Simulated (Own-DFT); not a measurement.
# Computed records: Hf31O64 (monoclinic hafnia with one vacancy, atoms displaced)

All values are calculated (Own-DFT development build). A calculation, not a measurement: plane-wave density functional theory by an unreviewed code, no spin, of a simulated periodic cell, stress positive in tension, run twice, with PBE and with PBEsol, both on files made for PBE, so the change isn't that of files made for PBEsol, defect cell not probed for a lower state with spin; a neutral cation vacancy leaves holes that likely carry spin, which this run leaves out; hafnium file: forces about 75 meV/angstrom off all-electron values; oxygen file: force components 24 meV/angstrom off all-electron in one glass; forces on such cells passed a denser k mesh, this cell's mesh not checked; the far tail of each file's local potential was reset to the Coulomb form; each entry is a single point on an unrelaxed cell, so the pressure reflects the starting lattice, mostly measured values (interpolated for alloys), from which strain is counted, and rises with the displacements; printed positions are rounded, which can move forces by about a meV/angstrom; the program, named Own-DFT, is a retired in-house code; no spin-orbit coupling; stress was not checked against mesh or cutoff.

Settings shared by all entries: functional PBE, then PBEsol; potential files PseudoDojo norm-conserving, scalar-relativistic, standard set; wave cutoff 72 hartree; occupations Fermi-Dirac; smearing width 0.1 eV; k mesh 2 x 2 x 2 centred on Gamma.

(1) 
```xyz
95
Lattice="10.2340 0.0000 0.0000 0.0000 10.3500 0.0000 -1.6955 0.0000 10.4453" Properties=species:S:1:pos:R:3:PBE_force_x:R:1:PBE_force_y:R:1:PBE_force_z:R:1:PBEsol_force_x:R:1:PBEsol_force_y:R:1:PBEsol_force_z:R:1 formula=Hf31O64 PBE_pressure=3.95 PBE_stress_xx=-4.11 PBE_stress_yy=-3.6 PBE_stress_zz=-4.14 PBE_stress_yz=0.38 PBE_stress_xz=0.09 PBE_stress_xy=0.07 PBEsol_pressure=-2.37 PBEsol_stress_xx=2.23 PBEsol_stress_yy=2.69 PBEsol_stress_zz=2.21 PBEsol_stress_yz=0.38 PBEsol_stress_xz=0.42 PBEsol_stress_xy=0.05 rms_change_of_force_components_from_PBE_to_PBEsol=0.043
Hf     1.2359     0.2059     1.0657     -0.284      1.302      0.409     -0.261      1.321      0.371
Hf     3.5000     2.8097     1.5372     -0.722     -1.503     -0.405     -0.701     -1.408     -0.363
Hf     3.0082     4.9236     4.1637      0.305      1.081     -0.522      0.293      1.009     -0.472
Hf     0.8009     2.3397     3.6626     -0.689      0.302      0.346     -0.667      0.244      0.305
O      0.0311     1.7743     1.7985      0.613     -0.931     -0.263      0.608     -0.895     -0.189
O      4.5647     4.2564     0.8060      1.296      1.472     -0.741      1.245      1.439     -0.761
O      4.2096     3.4330     3.4039     -0.706      0.599      0.361     -0.697      0.562      0.301
O     -0.3377     0.7954     4.4193      0.541      0.545     -0.401      0.532      0.518     -0.335
O      1.9153     3.9322     2.4892     -0.025     -0.014      0.368      0.041     -0.013      0.357
O      2.8002     1.2962     0.0814       0.54       0.59      0.361      0.462      0.554      0.351
O      2.3573     1.2517     2.6781      0.224     -0.121      0.414      0.141     -0.112      0.406
O      1.4259     3.8388     5.1305      0.387      0.215     -0.311      0.447      0.231     -0.302
Hf     0.3824     0.1821     6.3048     -0.871      1.227     -0.143     -0.862      1.261     -0.161
Hf     2.6292     2.7825     6.7812     -0.744      0.341     -1.099     -0.733      0.363     -1.043
Hf     2.1437     5.0131     9.3559      0.552     -1.052      0.002      0.517     -1.067       0.02
Hf    -0.0130     2.3945     8.8710     -1.733     -0.082     -0.493     -1.691     -0.124     -0.512
O     -0.7786     1.7435     6.9879       1.13     -0.525      0.303      1.275     -0.589      0.385
O      3.7603     4.3411     5.9867     -0.243     -0.677      0.664     -0.251     -0.637       0.59
O      3.3362     3.4252     8.6323     -0.939      1.183      0.294     -0.919      1.125      0.225
O     -1.1467     0.8872     9.6406     -0.793     -0.381     -0.151     -0.764     -0.392     -0.089
O      1.0359     3.9397     7.7249      0.364     -0.027      0.342      0.419     -0.023      0.335
O      1.9645     1.4013     5.3066      0.116     -0.894      0.047      0.058     -0.886      0.041
O      1.5462     1.2572     7.9161      0.196     -0.179      0.158      0.136     -0.161      0.153
O      0.5784     3.8641    10.3255      0.284     -0.044     -0.277      0.341     -0.019     -0.272
Hf     1.2768     5.3789     1.0955      -0.65     -0.888     -0.169     -0.629     -0.831     -0.187
Hf     3.4545     7.9630     1.5201      0.486      -0.09      1.256      0.476      -0.05      1.252
Hf     3.0141    10.1329     4.1894      0.235      0.176     -1.254       0.22      0.128      -1.19
Hf     0.7703     7.5938     3.6494      0.472     -0.762      0.961      0.478     -0.783      0.912
O      0.0940     6.8197     1.7898     -1.132      1.294      0.212      -1.09      1.282      0.258
O      4.5994     9.4349     0.8190      0.325      0.319     -0.079      0.296      0.318      -0.13
O      4.1927     8.5700     3.4370     -0.767      0.678     -0.373     -0.748      0.641     -0.419
O     -0.3446     5.9999     4.3931      0.657      0.874     -0.074      0.638      0.842     -0.027
O      1.8345     9.1481     2.5355      0.471     -0.733     -0.712      0.512     -0.726     -0.688
O      2.8098     6.5240     0.1150       0.16     -0.064     -0.249      0.097     -0.071     -0.249
O      2.3612     6.4736     2.7409       0.36     -0.447     -0.213      0.287     -0.427      -0.22
O      1.4690     9.0203     5.0600     -0.333      -0.06      0.736      -0.26     -0.049       0.71
Hf     0.4383     5.3628     6.3271     -1.355     -0.071     -0.866     -1.322     -0.048     -0.877
Hf     2.5983     7.9663     6.7329      0.578     -0.004      0.278      0.555      0.031      0.289
Hf     2.1702    10.1108     9.3693      0.614      0.925     -0.262      0.586      0.852     -0.226
Hf    -0.0066     7.5661     8.9726     -1.602     -0.231     -1.532     -1.557     -0.263     -1.522
O     -0.7626     6.9038     7.0140       0.58     -0.323      0.223      0.563     -0.293      0.268
O      3.7346     9.4927     6.0476      0.039      0.067      0.033      0.021      0.076     -0.032
O      3.3457     8.6449     8.6834      0.195      -0.36     -0.283       0.17     -0.361      -0.31
O     -1.2187     6.0295     9.6108      0.897      0.707      0.177      0.889      0.685      0.224
O      1.0318     9.0943     7.6984      0.078     -0.347      0.337      0.136     -0.346      0.332
O      1.9865     6.5424     5.3311     -0.321     -0.414     -0.114     -0.366      -0.41     -0.094
O      1.5519     6.4213     7.9104     -0.133      0.263      0.763     -0.187      0.257      0.751
O      0.5954     9.0359    10.2891     -0.036     -0.314      0.756      0.025     -0.302      0.725
Hf     6.3511     0.2028     1.0749      0.596      0.539      0.549       0.59      0.596      0.517
Hf     8.4926     2.8162     1.5492      0.804     -0.446       -0.4      0.768     -0.406     -0.366
Hf     8.1578     5.0109     4.1306     -0.659     -1.648      0.883     -0.643     -1.652      0.915
Hf     5.8767     2.4075     3.7556      2.448     -0.693      0.393      2.403     -0.716      0.357
O      5.2476     1.7048     1.8211     -1.039      0.412     -0.015     -1.003      0.417      0.026
O      9.7367     4.3087     0.7929      0.368      0.074      0.297      0.351      0.095      0.243
O      9.3052     3.4497     3.4089      0.389       0.19      0.232      0.374      0.169       0.17
O      4.7491     0.8519     4.4042     -0.447     -0.019       0.11     -0.439      -0.03      0.171
O      7.0053     3.8983     2.4786     -0.732      0.843       0.25     -0.647      0.812      0.225
O      7.9239     1.3872     0.1452     -0.085     -0.884     -0.287     -0.144     -0.872     -0.261
O      7.5213     1.2628     2.7102     -0.169      0.077      0.352     -0.218      0.083      0.331
O      6.5863     3.8485     5.1034     -0.911      0.762     -0.784     -0.883      0.794     -0.863
Hf     5.4680     0.2354     6.2988      2.616      -0.08      0.683      2.569     -0.045      0.631
Hf     7.2752     4.9846     9.3782      0.216     -1.711      -1.27      0.197     -1.724     -1.224
Hf     5.0136     2.3990     8.8706      3.239      -0.29      0.343      3.166     -0.314      0.309
O      4.3136     1.7080     7.0141     -0.451      0.288      0.053     -0.451      0.305      0.102
O      8.8854     4.3148     5.9637      1.056      0.692      0.428      1.116      0.828      0.285
O      8.4406     3.4688     8.6237      0.805      0.377      0.942      0.827      0.404       0.99
O      3.9288     0.9166     9.7103     -1.229     -0.912     -0.625     -1.188     -0.912     -0.558
O      6.1372     3.9096     7.7774     -1.091      0.725      0.279       -1.1      0.773      0.342
O      7.0844     1.3181     5.3308     -1.097     -0.669     -0.604     -1.187     -0.772     -0.692
O      6.6687     1.2174     7.9991     -1.402     -0.567      0.081      -1.49     -0.635      0.154
O      5.7062     3.8572    10.3399     -0.364      0.031      -0.06     -0.296      0.049     -0.042
Hf     6.3774     5.3691     1.0509     -0.282     -0.504      0.795     -0.249     -0.442      0.761
Hf     8.6042     7.9858     1.5616     -0.789      -0.02     -0.467     -0.786       0.04      -0.43
Hf     8.1213    10.1810     4.1686     -0.941      0.746     -0.148     -0.947      0.699      -0.12
Hf     5.9158     7.5420     3.6854      0.486      0.335      0.649      0.471      0.263       0.62
O      5.2230     6.7981     1.8214     -1.682      1.203     -0.491     -1.623       1.19     -0.437
O      9.7380     9.4665     0.7838      0.509      0.028      0.582      0.487      0.044       0.53
O      9.2691     8.6460     3.4413       0.92     -0.927     -0.388      0.905     -0.926     -0.444
O      4.8103     6.0601     4.4105     -1.184     -1.001      0.244     -1.139     -0.974      0.283
O      7.0586     9.1437     2.4781     -0.428     -0.548     -0.116     -0.345     -0.535     -0.119
O      7.9108     6.4741     0.1386      0.207      0.504      0.199      0.128      0.479      0.185
O      7.4440     6.4590     2.7492      1.045     -0.256     -0.618      0.954     -0.242     -0.601
O      6.5290     9.0528     5.0711      0.183     -0.489      0.114      0.238      -0.47      0.099
Hf     5.4772     5.3895     6.3664      1.825     -1.101     -0.513      1.785     -1.031     -0.524
Hf     7.7772     7.9364     6.7392     -1.225      0.684      0.049     -1.191       0.72       0.08
Hf     7.2959    10.1857     9.3803     -0.072      0.186     -1.339     -0.087      0.143      -1.31
Hf     5.1044     7.5311     8.9902      0.326      0.927     -1.688      0.328      0.857     -1.662
O      4.3337     6.8830     7.0397     -0.492      0.516      0.213     -0.478      0.508       0.25
O      8.8765     9.4693     6.0206      0.516     -0.025       0.23      0.501     -0.014      0.178
O      8.4457     8.6561     8.6124      1.056     -0.507      0.582      1.025     -0.515      0.522
O      3.8973     6.0998     9.6145     -0.913     -1.222      0.568     -0.876     -1.199      0.598
O      6.1729     9.0618     7.6863     -0.453      0.084      0.131     -0.377      0.074       0.13
O      7.0728     6.4895     5.3417      0.159      0.412      0.311      0.101      0.397      0.302
O      6.6556     6.3863     7.9705     -0.214      0.813     -0.047     -0.276      0.796     -0.034
O      5.7474     8.9761    10.3146     -0.037      0.455      0.503       0.02       0.44      0.488
```

Units: PBE_pressure, PBE_stress_xx, PBE_stress_yy, PBE_stress_zz, PBE_stress_yz, PBE_stress_xz, PBE_stress_xy, PBEsol_pressure, PBEsol_stress_xx, PBEsol_stress_yy, PBEsol_stress_zz, PBEsol_stress_yz, PBEsol_stress_xz, PBEsol_stress_xy in GPa; rms_change_of_force_components_from_PBE_to_PBEsol, PBE_force_x, PBE_force_y, PBE_force_z, PBEsol_force_x, PBEsol_force_y, PBEsol_force_z in eV/Å.

(2) 
```xyz
95
Lattice="10.2340 0.0000 0.0000 0.0000 10.3500 0.0000 -1.6955 0.0000 10.4453" Properties=species:S:1:pos:R:3:PBE_force_x:R:1:PBE_force_y:R:1:PBE_force_z:R:1:PBEsol_force_x:R:1:PBEsol_force_y:R:1:PBEsol_force_z:R:1 formula=Hf31O64 PBE_pressure=3.61 PBE_stress_xx=-3.19 PBE_stress_yy=-3.87 PBE_stress_zz=-3.76 PBE_stress_yz=-0.41 PBE_stress_xz=0.01 PBE_stress_xy=0.02 PBEsol_pressure=-2.72 PBEsol_stress_xx=3.13 PBEsol_stress_yy=2.41 PBEsol_stress_zz=2.61 PBEsol_stress_yz=-0.4 PBEsol_stress_xz=0.36 PBEsol_stress_xy=0.02 rms_change_of_force_components_from_PBE_to_PBEsol=0.043
Hf     1.2126     0.2115     1.1046       0.73      0.357     -0.156      0.708      0.414     -0.181
Hf     3.4509     2.7886     1.5288     -0.336     -0.237     -0.005      -0.34     -0.196      0.029
Hf     3.0001     4.9648     4.1437      0.233     -1.068      1.513      0.224     -1.099      1.521
Hf     0.8267     2.4437     3.7227      0.592     -1.108       0.75      0.606     -1.118      0.731
O      0.1201     1.6960     1.7493     -1.442       1.42      0.767     -1.394      1.378      0.779
O      4.6165     4.3085     0.8162      0.069      0.128     -0.199      0.074       0.15     -0.232
O      4.1658     3.4423     3.3867      0.548      0.493       0.45      0.527      0.458      0.381
O     -0.2805     0.7929     4.4097     -0.327      0.781     -0.685     -0.327      0.749     -0.602
O      1.8943     3.9892     2.4968     -0.293     -0.491      0.378     -0.221     -0.484      0.369
O      2.8111     1.3507     0.1409      0.163      -0.26     -0.243      0.094     -0.251     -0.219
O      2.4246     1.2956     2.7338     -0.258       -0.2      0.226     -0.305      -0.18      0.209
O      1.4469     3.8094     5.1299      -0.33       1.17      -1.45     -0.318       1.19     -1.521
Hf     0.3982     0.2146     6.3153      0.847      1.632      0.558      0.843      1.646      0.527
Hf     2.2235     5.0201     9.3514     -0.632     -1.889     -1.714     -0.622     -1.882     -1.637
Hf    -0.0138     2.4283     8.9551      1.097     -0.264     -1.763      1.061       -0.3     -1.761
O     -0.8087     1.7367     7.0887     -0.077     -0.393      -0.59     -0.073     -0.362     -0.525
O      3.7947     4.3545     5.9825       0.55      0.581     -0.133      0.631      0.728     -0.266
O      3.3548     3.4357     8.6330      0.237      0.881        1.3      0.281      0.888      1.337
O     -1.1565     0.8904     9.6424     -1.146     -0.691     -0.026     -1.115     -0.689      0.033
O      1.0137     3.9254     7.6608     -0.596      0.237      1.686     -0.629      0.295      1.686
O      1.9775     1.3244     5.3609     -0.815     -0.855     -1.098     -0.922     -0.937      -1.15
O      1.5584     1.2150     7.8803     -0.781     -0.427      1.342     -0.887     -0.504      1.351
O      0.5664     3.9002    10.3691       0.65     -0.309     -0.394      0.684     -0.293     -0.373
Hf     1.2645     5.4300     1.0907     -0.444     -0.984     -0.361     -0.419     -0.925     -0.378
Hf     3.4135     7.9801     1.4890      0.366      0.238      0.515      0.337      0.282      0.522
Hf     3.0614    10.0913     4.1529     -1.197      1.998      0.416     -1.184      1.914      0.434
Hf     0.8488     7.5357     3.7025      -0.56      0.576      0.382     -0.531      0.516      0.368
O      0.0894     6.8894     1.7870     -0.687      0.586      0.131     -0.661      0.583      0.175
O      4.6229     9.4321     0.7594      0.163     -0.192      0.704      0.147     -0.171      0.643
O      4.1784     8.6523     3.3950      0.928     -0.894     -0.252      0.891     -0.889     -0.293
O     -0.3252     6.0597     4.4377     -0.879     -0.512     -0.996      -0.85     -0.512     -0.924
O      1.8692     9.1379     2.5484       0.17     -0.433     -0.631      0.233     -0.436     -0.618
O      2.8443     6.4783     0.0784      0.193      0.816      0.491      0.124       0.79      0.489
O      2.3714     6.4723     2.7023      0.684     -0.134     -0.004      0.592     -0.118     -0.012
O      1.4717     8.9572     5.1293      0.048      0.721      0.198      0.118      0.692      0.188
Hf     0.3521     5.3641     6.3002      1.716     -0.963      0.412       1.67       -0.9      0.387
Hf     2.6030     7.9692     6.7599     -0.599     -0.032     -0.304     -0.601      0.013      -0.28
Hf     2.2020    10.1076     9.3533     -0.866      1.563     -0.581     -0.848      1.477     -0.559
Hf    -0.0494     7.5892     8.9369      0.134     -0.908     -0.929       0.13     -0.921     -0.932
O     -0.7069     6.8856     6.9973     -1.521      1.364      0.663     -1.477       1.33      0.695
O      3.7397     9.5163     6.0677      0.791     -0.162     -0.222      0.765      -0.15     -0.277
O      3.3676     8.6757     8.6084      0.817      -0.99       0.17      0.785     -0.981      0.126
O     -1.1918     6.0502     9.6675      -0.26      0.284     -0.385     -0.241      0.262     -0.322
O      1.0433     9.1447     7.7684     -0.061     -0.999     -0.208       0.01     -0.983     -0.198
O      1.9019     6.5830     5.3207      0.965     -1.083     -0.162      0.875     -1.044     -0.167
O      1.5485     6.4197     7.9038      0.342      0.473      0.775       0.28      0.474      0.757
O      0.6007     8.9977    10.3531      0.003     -0.098      0.241       0.07     -0.104      0.231
Hf     6.3484     0.1899     1.0881     -0.293      0.292      0.207     -0.273      0.322      0.171
Hf     8.5338     2.7942     1.5109      0.953      0.248      0.268      0.917      0.295      0.271
Hf     8.1710     4.9788     4.1107     -0.222      0.157      1.014     -0.218        0.1      1.024
Hf     5.9409     2.3980     3.6801     -0.542     -0.192      0.713     -0.516     -0.225       0.66
O      5.2196     1.7316     1.8100     -0.374      0.056     -0.296     -0.357      0.072     -0.234
O      9.7498     4.2965     0.8451     -0.113      0.018     -0.072     -0.126      0.024     -0.119
O      9.2459     3.4542     3.4641      0.899     -0.935     -0.606      0.866     -0.901     -0.637
O      4.7620     0.8868     4.4055      0.356     -0.387      0.144      0.357     -0.399       0.19
O      6.9575     3.9042     2.5347      0.233      0.135     -0.547      0.284      0.118     -0.535
O      7.8927     1.3659     0.1054      0.283      -0.48       0.12      0.215     -0.473      0.117
O      7.4928     1.2284     2.7335      0.311       0.32     -0.019      0.234      0.326     -0.021
O      6.5568     3.8526     5.1475      0.127      0.403     -0.621       0.19      0.396     -0.601
Hf     5.5173     0.2011     6.2659     -0.978      1.247      0.638     -0.957      1.262      0.601
Hf     7.6677     2.8232     6.7446      1.429      0.145      0.192      1.383       0.18      0.217
Hf     7.2958     4.9659     9.3544      0.594     -0.273      0.465       0.57     -0.314       0.47
Hf     5.0920     2.3423     8.9290     -1.963      0.783     -1.009     -1.909      0.725     -1.021
O      4.2940     1.7220     7.0557      1.333       -0.7      0.117      1.462     -0.752      0.208
O      8.8918     4.3203     6.0245      -0.65     -0.192     -0.199     -0.638     -0.165     -0.243
O      8.4851     3.4815     8.5966     -0.009       0.42      0.851     -0.028      0.395      0.787
O      3.8847     0.8296     9.6845      0.599      0.571     -0.437      0.593      0.527     -0.371
O      6.1874     3.8936     7.7504     -0.665       0.71      0.049     -0.566       0.68      0.051
O      7.1103     1.3957     5.3682      -0.42     -0.873     -0.804     -0.472     -0.858     -0.779
O      6.6527     1.3186     7.9680      0.024     -0.991      -0.04     -0.032     -0.953     -0.032
O      5.7565     3.8761    10.3410     -0.339     -0.445      0.192     -0.259      -0.43      0.193
Hf     6.2985     5.3635     1.1124       1.35     -0.069     -0.379      1.322     -0.018     -0.396
Hf     8.5832     7.9625     1.5483     -0.145      0.086     -0.282     -0.145      0.136     -0.251
Hf     8.1454    10.1341     4.1700       0.83     -0.022     -0.318      0.819     -0.065     -0.266
Hf     5.8998     7.5078     3.6633      0.685      1.165        0.7       0.66      1.067       0.64
O      5.2433     6.8909     1.8398     -1.691      0.484     -0.596     -1.624      0.479     -0.521
O      9.7126     9.5067     0.8113      -0.13     -0.277     -0.053     -0.134     -0.258     -0.103
O      9.3178     8.5814     3.4369      -0.55      0.337     -0.045     -0.541      0.316     -0.103
O      4.7792     6.0984     4.4746      -0.64     -0.277      -0.77     -0.593     -0.275     -0.712
O      6.9764     9.1100     2.4606      0.314      -0.65      0.911      0.366     -0.635      0.871
O      7.8911     6.5141     0.0863      0.362      0.262      0.354      0.289      0.253       0.34
O      7.4563     6.3964     2.7068       0.61      0.142      0.154      0.524      0.142      0.155
O      6.6014     9.0706     5.1679     -0.508     -0.785     -0.813     -0.425      -0.74     -0.769
Hf     5.5112     5.3905     6.2978     -0.319     -1.143      0.196     -0.342      -1.09      0.141
Hf     7.6749     7.9391     6.7675      1.926       0.72     -0.385      1.853      0.743     -0.357
Hf     7.2744    10.1538     9.3655      1.152      0.049     -0.067      1.124      0.005     -0.042
Hf     5.0735     7.5538     8.9169      0.281      0.077       0.19      0.275      0.026      0.167
O      4.3541     6.8846     7.0124       -0.2      0.648      0.523     -0.187       0.65      0.561
O      8.8742     9.5558     6.0348       -0.4     -0.948      0.453       -0.4     -0.903      0.372
O      8.5144     8.6572     8.6286     -0.584      0.188      0.282     -0.572      0.159      0.236
O      3.9570     6.0347     9.6574     -0.535      0.204      -0.36     -0.516      0.187       -0.3
O      6.2108     9.1101     7.7181     -0.647      0.014      0.533     -0.562      0.002      0.517
O      7.1416     6.5442     5.3433       -0.5     -0.217     -0.492     -0.544     -0.211     -0.467
O      6.7049     6.4137     7.9324     -0.469       0.39      0.184     -0.512      0.394      0.178
O      5.7055     9.0262    10.3683      0.301     -0.134      -0.82      0.351     -0.117     -0.797
```

Units: PBE_pressure, PBE_stress_xx, PBE_stress_yy, PBE_stress_zz, PBE_stress_yz, PBE_stress_xz, PBE_stress_xy, PBEsol_pressure, PBEsol_stress_xx, PBEsol_stress_yy, PBEsol_stress_zz, PBEsol_stress_yz, PBEsol_stress_xz, PBEsol_stress_xy in GPa; rms_change_of_force_components_from_PBE_to_PBEsol, PBE_force_x, PBE_force_y, PBE_force_z, PBEsol_force_x, PBEsol_force_y, PBEsol_force_z in eV/Å.
